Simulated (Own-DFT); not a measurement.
# What a defect does to the pressure of its cell: C40 NbSi2

The numbers are computed, not measured, by runs of the plane-wave DFT program Own-DFT (in-house, retired, unreviewed) at fixed positions, with no spin and no spin-orbit coupling.

Method: PBE; PseudoDojo norm-conserving scalar-relativistic files; cutoff 42 hartree; 4 x 4 x 5 k mesh centred on Gamma; cold (Marzari-Vanderbilt) smearing of 0.2 eV.

Limits: forces on such cells failed a check on a denser k mesh; stress not checked against mesh or cutoff.

All runs share one cell, with vectors in Å (0.000, 8.324, 0.000); (-9.613, 0.000, 0.000); (0.000, 0.000, 6.586) and a volume of 527.0 Å³. Atoms were moved at random from their sites; u is the rms move along one axis. The defect's site can differ from row to row.

| cell | formula | u (Å) | P (GPa) |
|---|---|---|---|
| no defect | Nb12Si24 | 0.0206 | 1.47 |
| no defect | Nb12Si24 | 0.0495 | 2.61 |
| no defect | Nb12Si24 | 0.0500 | 2.41 |
| one Si vacancy | Nb12Si23 | 0.0269 | 1.00 |
| one Si vacancy | Nb12Si23 | 0.0496 | 1.89 |
| one Si vacancy | Nb12Si23 | 0.0497 | 1.70 |
| two Si on a Nb site each | Nb10Si26 | 0.0312 | 1.80 |
| two Si on a Nb site each | Nb10Si26 | 0.0314 | 1.76 |
| two Si on a Nb site each | Nb10Si26 | 0.0524 | 2.38 |
| two Nb on a Si site each | Nb14Si22 | 0.0249 | ? |
| two Nb on a Si site each | Nb14Si22 | 0.0319 | 7.48 |
| two Nb on a Si site each | Nb14Si22 | 0.0479 | 8.24 |
| two Nb on a Si site each | Nb14Si22 | 0.0481 | 8.09 |

## Working it out

P = P0 + c u² + a shift for each defect gives P0 = 1.35 GPa, c = 451 ± 42 GPa/Å² and a scatter of 0.12 GPa. The shifts, and each times the cell's volume:

- two Nb on a Si site each: 5.73 ± 0.10 GPa, 18.9 eV (9.4 eV for each of its 2 sites)
- two Si on a Nb site each: -0.08 ± 0.10 GPa, -0.3 eV (-0.1 eV for each of its 2 sites) (not resolved)
- one Si vacancy: -0.67 ± 0.10 GPa, -2.2 eV

Against the defect-free cell, a freed cell would be larger where the shift is positive and smaller where it is negative (160.2 GPa Å³ is 1 eV). The atoms around the defects weren't relaxed, which would change these numbers.

## Prediction

Q: what pressure belongs in the blank (two Nb on a Si site each, u = 0.0249 Å)?

From the fit: 7.37 ± 0.15 GPa. DFT gave 7.43 GPa.
